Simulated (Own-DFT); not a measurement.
## Calculated data, SiC (2H silicon carbide, atoms displaced), GaN (wurtzite, strained, atoms displaced)

All values are calculated (Own-DFT development build). A calculation, not a measurement: plane-wave PBE density functional theory by an unreviewed code, no spin, of a simulated periodic cell, stress positive in tension, free energy of the whole cell less one offset for each atom, forces on such cells passed a denser k mesh, this cell's mesh not checked; offsets are fitted by least squares, one for each functional and potential file, so energies compare only between cells with the same atoms and settings and are not formation energies; the far tail of each file's local potential was reset to the Coulomb form; each entry is a single point on an unrelaxed cell, so the pressure reflects the starting lattice, mostly measured values (interpolated for alloys), from which strain is counted, and rises with the displacements; printed positions are rounded, which can move forces by about a meV/angstrom; the program, named Own-DFT, is a retired in-house code; no spin-orbit coupling.

Settings shared by all entries: functional PBE.

(1) SiC (2H silicon carbide, atoms displaced)

```
cell vectors (Å)
   6.1654     0.0000     0.0000
  -3.0827     5.3394     0.0000
   0.0000     0.0000    10.0681
atoms (fractions of the cell vectors)
Si  0.01953  0.01817  0.99793
Si  0.17835  0.33940  0.23667
C   0.99406  0.98513  0.20408
C   0.15778  0.30833  0.42555
Si  0.99466  0.00532  0.50929
Si  0.16300  0.32721  0.74490
C   0.02205  0.01403  0.70061
C   0.14048  0.31268  0.92810
Si  0.01521  0.51817  0.00065
Si  0.20591  0.85337  0.24879
C   0.99507  0.49498  0.20893
C   0.18969  0.82515  0.43898
Si  0.00635  0.50479  0.50565
Si  0.15005  0.84442  0.74287
C   0.02004  0.51667  0.69871
C   0.14638  0.81056  0.92224
Si  0.52094  0.98033  0.00303
Si  0.67114  0.34689  0.24749
C   0.50636  0.02654  0.17347
C   0.66305  0.36719  0.44272
Si  0.48770  0.94614  0.50198
Si  0.67667  0.36285  0.75616
C   0.51572  0.01435  0.67958
C   0.66923  0.33732  0.95042
Si  0.48972  0.47599  0.98709
Si  0.65178  0.83365  0.25166
C   0.49345  0.51463  0.16703
C   0.67248  0.82815  0.44761
Si  0.47907  0.49517  0.49524
Si  0.64747  0.81011  0.75168
C   0.47399  0.49264  0.67477
C   0.64572  0.80417  0.93531
```

- potential files: PseudoDojo norm-conserving, scalar-relativistic, standard set
- wave cutoff: 42 hartree
- occupations: Fermi-Dirac
- smearing width: 0.1 eV
- hardware: one NVIDIA H100
- k mesh: 5 x 5 x 3 centred on Gamma
- free energy of cell above offsets: 3.883 eV
- pressure: 9 GPa
- stress xx: -8.23 GPa
- stress yy: -10.17 GPa
- stress zz: -8.61 GPa
- stress yz: 0.92 GPa
- stress xz: 1.98 GPa
- stress xy: 2.33 GPa
- wall time: 124.4 s

Force:
```
element  x (eV/Å)  y (eV/Å)  z (eV/Å)
     Si    -0.437    -5.329     1.469
     Si    -1.202    -1.812     1.942
      C      0.43     1.506    -2.968
      C    -0.935     2.172      1.76
     Si     2.669    -0.802    -1.076
     Si    -1.149     2.065     1.426
      C    -5.744    -1.192    -4.012
      C     1.173     3.191     0.851
     Si    -0.978    -2.646     1.304
     Si    -3.813    -2.599     1.532
      C     1.995      2.37    -4.127
      C    -2.944     0.072    -0.647
     Si    -1.202    -1.571    -1.453
     Si     7.113    -1.534     1.274
      C    -1.928    -1.081    -2.363
      C     0.888     3.931     2.705
     Si    -3.733     1.737    -3.432
     Si    -1.724     0.863     1.765
      C     1.911    -0.976     3.295
      C     3.223    -2.843    -1.836
     Si    -1.422     6.291     1.716
     Si     0.819    -2.906    -1.496
      C    -0.457      -0.5     2.639
      C      1.98    -2.091    -2.417
     Si    -1.965     1.216     1.194
     Si     1.788     0.337    -0.341
      C     0.871    -0.497     2.895
      C     0.532    -0.777    -2.656
     Si     0.621    -0.997    -0.394
     Si    -0.904     2.687    -0.795
      C     2.227     0.877     2.811
      C     2.296     0.837    -0.564
```

(2) GaN (wurtzite, strained, atoms displaced)

```
cell vectors (Å)
  12.7560     0.0000     0.0000
  -4.7835     8.2853     0.0000
   0.0000     0.0000    10.6811
atoms (fractions of the cell vectors)
Ga  0.09021  0.22243  0.99533
Ga  0.16142  0.10085  0.24423
N   0.07829  0.22692  0.18579
N   0.16285  0.11174  0.44029
Ga  0.08671  0.22198  0.50489
Ga  0.16741  0.11616  0.74973
N   0.08022  0.22999  0.68353
N   0.16067  0.10392  0.93661
Ga  0.08341  0.55040  0.00302
Ga  0.17659  0.45420  0.25167
N   0.08623  0.54982  0.18690
N   0.16654  0.44486  0.43901
Ga  0.08026  0.55600  0.48722
Ga  0.16996  0.43893  0.74827
N   0.08275  0.55903  0.68699
N   0.16668  0.44677  0.94066
Ga  0.08721  0.89595  0.00705
Ga  0.16592  0.78360  0.25298
N   0.08434  0.89183  0.18351
N   0.16502  0.77779  0.44053
Ga  0.08047  0.88509  0.50051
Ga  0.16754  0.78942  0.75179
N   0.07561  0.88459  0.68887
N   0.16274  0.76447  0.93529
Ga  0.32945  0.21848  0.00223
Ga  0.41155  0.11028  0.25277
N   0.32904  0.22643  0.18775
N   0.41817  0.11044  0.43098
Ga  0.32790  0.21957  0.49653
Ga  0.41531  0.10328  0.75354
N   0.34085  0.23709  0.68726
N   0.41636  0.11771  0.93788
Ga  0.33747  0.55469  0.99322
Ga  0.41418  0.44893  0.25308
N   0.33361  0.56075  0.18258
N   0.41309  0.45039  0.44407
Ga  0.33376  0.55772  0.50572
Ga  0.41709  0.44274  0.75376
N   0.33017  0.54367  0.68683
N   0.41011  0.44377  0.93515
Ga  0.33289  0.89075  0.99996
Ga  0.41976  0.78813  0.23889
N   0.33172  0.88978  0.18408
N   0.40990  0.77848  0.43278
Ga  0.32653  0.89416  0.50475
Ga  0.42131  0.77654  0.74405
N   0.32678  0.88493  0.69335
N   0.41797  0.77616  0.93905
Ga  0.58192  0.22337  0.00376
Ga  0.66857  0.11833  0.24721
N   0.57730  0.22798  0.19190
N   0.66680  0.11096  0.44434
Ga  0.57941  0.21137  0.49929
Ga  0.65702  0.10004  0.75230
N   0.57785  0.21612  0.69175
N   0.67248  0.11827  0.93615
Ga  0.58808  0.55895  0.99925
Ga  0.67103  0.44225  0.24151
N   0.58142  0.54888  0.19094
N   0.67480  0.44774  0.43513
Ga  0.58053  0.55189  0.49816
Ga  0.66624  0.44667  0.75231
N   0.58919  0.55781  0.68535
N   0.67163  0.44616  0.93620
Ga  0.58697  0.88490  0.00652
Ga  0.67166  0.78272  0.25182
N   0.57790  0.88754  0.17931
N   0.66356  0.77953  0.44433
Ga  0.57769  0.88763  0.50103
Ga  0.67183  0.77483  0.75391
N   0.57398  0.87767  0.68617
N   0.66439  0.77717  0.93991
Ga  0.83953  0.23350  0.00554
Ga  0.91743  0.11208  0.25299
N   0.83583  0.23277  0.18762
N   0.91129  0.10556  0.43635
Ga  0.82858  0.21293  0.50437
Ga  0.92510  0.11348  0.75450
N   0.82824  0.22531  0.68480
N   0.91661  0.11540  0.92972
Ga  0.83322  0.54768  0.99776
Ga  0.91168  0.44369  0.25132
N   0.83304  0.55036  0.18877
N   0.91334  0.44230  0.44080
Ga  0.83885  0.55311  0.49934
Ga  0.91395  0.44877  0.75255
N   0.83397  0.54789  0.68021
N   0.92253  0.44389  0.93504
Ga  0.82266  0.88283  0.00821
Ga  0.91667  0.78117  0.24504
N   0.83615  0.88407  0.18395
N   0.91872  0.78625  0.43674
Ga  0.83523  0.89076  0.49888
Ga  0.91172  0.76222  0.74762
N   0.83152  0.88463  0.69101
N   0.90830  0.77248  0.93408
```

* potential files: PseudoDojo norm-conserving, scalar-relativistic, standard set with the stringent files for Ga
* wave cutoff: 96 hartree
* occupations: Gaussian
* smearing width: 0.01 eV
* k mesh: 3 x 4 x 3 centred on Gamma
* free energy of cell above offsets: -5.554 eV
* pressure: 1.29 GPa
* stress xx: -4.6 GPa
* stress yy: -3.46 GPa
* stress zz: 4.18 GPa
* stress yz: -0.09 GPa
* stress xz: 0.64 GPa
* stress xy: -0.26 GPa

Force:
```
element  x (eV/Å)  y (eV/Å)  z (eV/Å)
     Ga    -2.277     0.499     0.945
     Ga     -0.98     2.614     1.153
      N     1.444    -0.544    -0.052
      N     0.848    -0.858    -0.881
     Ga    -1.523     0.525    -1.075
     Ga     0.149    -0.456    -0.544
      N     1.556    -1.253     0.361
      N     1.217     0.736    -0.522
     Ga     0.104     0.356     0.003
     Ga    -0.821     -1.18     0.222
      N    -1.429     1.163     0.731
      N     0.225    -0.128    -0.336
     Ga     0.595    -0.767     2.217
     Ga    -2.144     1.908     0.738
      N      0.37    -0.007     -0.29
      N     1.147     -0.78    -0.979
     Ga    -0.397    -2.447    -2.159
     Ga     0.848    -1.308    -0.432
      N    -0.146    -1.174     0.718
      N    -0.477     0.602    -1.074
     Ga    -0.311     0.533      0.58
     Ga    -0.434    -2.466     0.259
      N     0.589     1.315    -0.426
      N    -0.428     2.167      0.72
     Ga     -0.04     0.778     -0.15
     Ga    -0.045     0.241    -0.848
      N     0.315    -0.535     0.116
      N    -1.207     0.052     1.164
     Ga     0.743     0.845     0.577
     Ga    -0.715     1.123     -0.18
      N    -0.333    -2.978     -0.44
      N     0.206    -0.711     0.238
     Ga    -1.859      0.71     1.052
     Ga     0.124     0.164     0.079
      N      1.01     0.251    -0.019
      N     0.983    -1.053    -1.209
     Ga    -0.982     0.464    -0.573
     Ga     0.621     1.231    -0.344
      N     0.332     1.503     0.246
      N     2.341    -0.801     0.186
     Ga     0.078    -0.705    -0.597
     Ga     -0.72    -1.463     1.533
      N    -0.637     0.614     0.191
      N     0.208     0.379     0.379
     Ga     1.402    -0.622    -0.167
     Ga    -2.365    -1.529     1.631
      N     1.195      0.59    -1.028
      N     0.015     0.823    -0.576
     Ga     0.464    -0.276    -0.447
     Ga    -0.407     -0.53     0.556
      N     1.021     -1.46    -0.954
      N    -0.211    -0.669    -1.653
     Ga    -0.063     1.902       0.6
     Ga     1.168     1.007    -0.175
      N     0.121     0.371    -0.621
      N    -0.576    -0.777     0.971
     Ga    -0.721    -1.072     0.567
     Ga     -1.21     0.796     2.059
      N    -0.085     1.123    -0.633
      N    -1.172    -0.745    -0.047
     Ga     1.003     0.135     0.035
     Ga     0.651    -0.901    -0.828
      N    -0.908    -0.287     0.509
      N    -1.025    -0.428     0.238
     Ga    -1.544     1.109    -2.069
     Ga    -0.907    -1.008     0.643
      N     1.919     1.175       1.9
      N     0.452    -0.079    -1.206
     Ga    -0.068    -0.356    -0.275
     Ga     -1.03     0.279    -0.563
      N     2.185     1.163    -0.268
      N     0.148    -0.413    -0.463
     Ga     0.181    -1.246    -1.277
     Ga    -0.163     0.412    -0.202
      N      0.02    -1.816     0.108
      N     0.661     0.857    -0.003
     Ga     0.361     1.022     0.373
     Ga     -2.43     -0.64    -0.942
      N     0.623    -0.961     0.855
      N     0.371     -0.53     2.277
     Ga     0.605     1.216     0.212
     Ga     1.756     0.737     0.887
      N     0.012     1.388    -1.067
      N     0.931    -0.732    -1.429
     Ga    -1.579     0.653    -0.104
     Ga     1.958    -1.024    -0.679
      N    -1.388     0.429      0.75
      N    -1.078      0.44     0.404
     Ga     1.922     1.152    -2.214
     Ga     0.806    -1.207     1.085
      N    -1.494     1.063     0.799
      N     0.368    -1.139    -0.798
     Ga    -0.791     -0.59     1.054
     Ga    -0.734     1.129     0.632
      N     0.745     0.702    -0.683
      N     0.738     0.211     0.948
```

(3) GaN (wurtzite, strained, atoms displaced)

```
cell vectors (Å)
  12.7560     0.0319     0.0000
  -4.7628     8.2733     0.0000
   0.0000     0.0000    10.3700
atoms (fractions of the cell vectors)
Ga  0.08862  0.21476  0.99941
Ga  0.16639  0.10401  0.25228
N   0.08724  0.22213  0.18607
N   0.16327  0.10854  0.43576
Ga  0.08288  0.21514  0.49996
Ga  0.17048  0.11995  0.74454
N   0.07654  0.21101  0.68589
N   0.17091  0.11661  0.94164
Ga  0.08134  0.55581  0.00109
Ga  0.16659  0.44368  0.25030
N   0.07844  0.54468  0.18902
N   0.16642  0.43702  0.43872
Ga  0.07912  0.55606  0.49919
Ga  0.16950  0.45083  0.74637
N   0.07637  0.55390  0.68436
N   0.16213  0.44208  0.93318
Ga  0.08493  0.89539  0.99439
Ga  0.16635  0.78265  0.24992
N   0.07735  0.88183  0.18755
N   0.16523  0.78099  0.42868
Ga  0.08293  0.89064  0.50281
Ga  0.16203  0.77219  0.73689
N   0.08648  0.88488  0.68780
N   0.17524  0.77426  0.93598
Ga  0.33834  0.24148  0.00006
Ga  0.41761  0.10955  0.25316
N   0.32801  0.21376  0.18435
N   0.41793  0.11287  0.44002
Ga  0.32755  0.21414  0.49230
Ga  0.41095  0.11272  0.74461
N   0.33723  0.23518  0.69187
N   0.41375  0.10658  0.93752
Ga  0.33952  0.56240  0.00203
Ga  0.41758  0.44955  0.25158
N   0.33464  0.55734  0.18954
N   0.41928  0.44407  0.44574
Ga  0.33127  0.55787  0.50440
Ga  0.41307  0.43913  0.74726
N   0.32946  0.54691  0.68833
N   0.41566  0.43997  0.93937
Ga  0.32577  0.87028  0.99755
Ga  0.41548  0.77006  0.25393
N   0.33736  0.88934  0.18216
N   0.41940  0.77185  0.44642
Ga  0.33422  0.88809  0.50035
Ga  0.40956  0.77156  0.75116
N   0.33621  0.89722  0.69036
N   0.41790  0.78080  0.93825
Ga  0.58024  0.22576  0.99557
Ga  0.67287  0.11988  0.24826
N   0.58362  0.22143  0.18638
N   0.66618  0.11236  0.44787
Ga  0.58050  0.21802  0.49723
Ga  0.66324  0.10534  0.74634
N   0.59256  0.23085  0.68605
N   0.66681  0.11534  0.93424
Ga  0.57927  0.56189  0.99581
Ga  0.66607  0.45031  0.25990
N   0.58231  0.55127  0.19833
N   0.66551  0.43771  0.44187
Ga  0.58720  0.57228  0.49694
Ga  0.66853  0.44920  0.74473
N   0.58362  0.55666  0.68362
N   0.66414  0.44718  0.94293
Ga  0.57844  0.89161  0.99468
Ga  0.66787  0.78039  0.25468
N   0.57833  0.88812  0.19419
N   0.66693  0.78326  0.44573
Ga  0.58982  0.90179  0.49851
Ga  0.67126  0.77224  0.74950
N   0.58242  0.88253  0.68903
N   0.66460  0.77452  0.95016
Ga  0.83947  0.22242  0.00607
Ga  0.91443  0.10667  0.25508
N   0.83311  0.22810  0.18733
N   0.91682  0.11081  0.44078
Ga  0.82393  0.21875  0.50443
Ga  0.91569  0.11085  0.74901
N   0.83224  0.21876  0.69158
N   0.91736  0.10336  0.93920
Ga  0.83216  0.55712  0.99531
Ga  0.91285  0.44976  0.25308
N   0.83166  0.55123  0.18115
N   0.91159  0.44354  0.43767
Ga  0.83669  0.55150  0.49344
Ga  0.91295  0.44031  0.74867
N   0.83860  0.55982  0.69385
N   0.90990  0.43742  0.94581
Ga  0.83607  0.89701  0.00789
Ga  0.91210  0.77423  0.25334
N   0.83111  0.88694  0.18814
N   0.92708  0.79777  0.44031
Ga  0.83155  0.89490  0.50167
Ga  0.91108  0.77584  0.75269
N   0.82979  0.87962  0.69239
N   0.91285  0.77821  0.94374
```

* potential files: PseudoDojo norm-conserving, scalar-relativistic, standard set with the stringent files for Ga
* wave cutoff: 96 hartree
* occupations: Gaussian
* smearing width: 0.01 eV
* k mesh: 3 x 4 x 3 centred on Gamma
* free energy of cell above offsets: -5.415 eV
* pressure: 6.77 GPa
* stress xx: -6.88 GPa
* stress yy: -7.66 GPa
* stress zz: -5.78 GPa
* stress yz: 0.6 GPa
* stress xz: -0.39 GPa
* stress xy: 0.68 GPa

Force:
```
element  x (eV/Å)  y (eV/Å)  z (eV/Å)
     Ga     -2.11     1.456     0.258
     Ga    -0.573     0.182    -1.228
      N    -0.616    -0.565     0.727
      N     0.804     -0.11      0.54
     Ga    -0.809     0.766    -0.035
     Ga     0.149    -1.203     1.094
      N     0.314     1.329     0.049
      N     1.012    -0.679    -1.658
     Ga    -0.071    -0.552    -0.109
     Ga    -0.052    -0.439     -0.13
      N    -0.136     1.273     0.332
      N    -0.757     0.785     0.317
     Ga     0.786    -0.326    -0.969
     Ga    -1.137    -1.411     0.509
      N     1.052    -0.467    -0.081
      N     0.975     0.125     0.592
     Ga     0.734    -1.062     0.513
     Ga     0.784    -0.828    -1.798
      N     0.038     0.503    -0.433
      N     0.574    -0.303     2.304
     Ga     0.849     0.072    -0.111
     Ga     1.208     0.476     2.065
      N    -1.676     1.321     0.232
      N    -3.487    -0.841     -1.27
     Ga     1.074    -4.517     0.772
     Ga     0.148      0.06    -1.581
      N     0.521      1.14     1.201
      N    -0.328    -0.911    -0.111
     Ga     0.344     1.572     0.922
     Ga     1.528      0.95     1.608
      N    -0.326     -2.82    -1.886
      N    -0.526     0.279     -0.32
     Ga    -1.125    -0.954    -0.445
     Ga     0.216    -1.363     0.692
      N    -0.223    -0.609    -0.329
      N    -0.742     0.014    -0.835
     Ga     0.735    -1.229    -0.629
     Ga      0.93     2.456     0.614
      N     -0.12     1.157     0.347
      N    -0.601     3.125    -1.241
     Ga     0.761     3.325     0.775
     Ga    -0.619     1.338     0.218
      N    -0.558    -0.674     1.472
      N    -0.716      1.23     -0.78
     Ga         0    -0.262    -0.253
     Ga     1.042     0.722    -0.456
      N    -0.247    -1.634    -1.015
      N     0.291    -1.267    -0.681
     Ga     0.233    -0.613     0.261
     Ga    -1.175     -1.06    -0.032
      N    -0.248     0.549     0.805
      N    -0.279     0.519     -2.12
     Ga    -0.206     0.873     1.155
     Ga    -0.103     0.169     0.861
      N    -1.297    -1.026    -0.204
      N     0.555      -0.3     0.634
     Ga     1.497    -1.305     1.471
     Ga     0.914    -1.299    -1.703
      N    -0.711     1.162    -1.043
      N    -0.105     1.594     0.326
     Ga     0.326    -2.735     0.664
     Ga     0.092    -0.313     0.883
      N    -0.335    -0.264     0.652
      N    -0.236     0.464    -1.184
     Ga     1.284     0.911     1.021
     Ga     -0.79    -0.244    -0.706
      N     1.082     0.434    -0.411
      N     0.517     1.063    -1.338
     Ga    -0.737    -2.252     1.211
     Ga    -1.911     0.106     1.165
      N    -0.262    -0.081     0.096
      N    -0.118     1.677    -1.535
     Ga    -0.972    -0.671    -1.249
     Ga     0.327     1.033    -0.838
      N     1.106    -0.638     1.266
      N    -0.914     0.588      0.09
     Ga     2.045     0.834     0.102
     Ga     0.009    -0.764     0.712
      N     -0.09     0.106    -0.519
      N    -0.127     1.462    -0.281
     Ga    -0.364    -0.529     0.379
     Ga     1.016    -0.467    -1.048
      N    -0.966     0.867       1.6
      N     1.576    -0.848     0.053
     Ga    -2.144     1.777     1.664
     Ga     0.017    -0.179     1.354
      N     -0.58    -0.429    -1.277
      N     0.876      0.98    -1.471
     Ga    -0.406    -1.589    -0.917
     Ga      0.56    -0.004    -0.647
      N    -0.034     0.249     1.388
      N    -1.611    -2.402    -0.306
     Ga     0.951    -0.588     0.524
     Ga     1.565     0.319     0.462
      N     0.099     1.674    -0.923
      N     0.762     0.559    -0.808
```
